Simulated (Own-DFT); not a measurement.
# Which arrangement is lower? C16Si16, 32 atoms

All numbers below are calculated, not measured. The program, named Own-DFT, is a retired in-house plane-wave density functional code that no person has reviewed. Each row is one single-point run on a periodic cell that was not relaxed, without spin or spin-orbit coupling.

Settings of every run: PBE; PseudoDojo norm-conserving scalar-relativistic files; cutoff 42 hartree; 5 x 5 x 3 k mesh centred on Gamma; Fermi-Dirac smearing of 0.1 eV.

Known limits: forces on such cells passed a denser k mesh, each cell not checked; stress not checked against mesh or cutoff.

All cells hold the same atoms in the same cell, with vectors in Å (6.165, 0.000, 0.000); (-3.083, 5.339, 0.000); (0.000, 0.000, 10.068). Every atom was moved at random from its ideal site; u is the rms move along one axis. E is the free energy of the cell above the lowest run. The arrangements:

- A: 2H SiC
- B: 4H SiC

| arrangement | u (Å) | E (eV) | P (GPa) |
|---|---|---|---|
| A | 0.0265 | 0.103 | 3.71 |
| A | 0.0300 | 0.367 | 3.98 |
| A | 0.0308 | 0.305 | 3.92 |
| A | 0.0622 | 3.875 | 6.86 |
| A | 0.0624 | 3.507 | 6.05 |
| A | 0.0629 | 3.484 | 6.18 |
| B | 0.0289 | 0.000 | 3.59 |
| B | 0.0307 | 0.355 | 3.97 |
| B | 0.0309 | 0.135 | 3.69 |
| B | 0.0532 | 2.957 | 5.97 |
| B | 0.0540 | 2.575 | 5.50 |
| B | 0.0552 | 2.452 | 5.54 |

Question: once the cost of the random moves is taken out, how do the arrangements rank?

## Worked answer

Fit E = a + b u², with one b for all and one a for each arrangement, and with residuals divided by u², since the noise grows with the moves. Then b = 1158 eV/Å², the scatter at u = 0.04 Å is 0.18 eV, and against A:

- B: -0.15 ± 0.08 eV (not told apart from A)

These are energies of unrelaxed cells. Relaxing the atoms lowers the strained arrangements most, so the gaps would shrink and small ones could change sign.
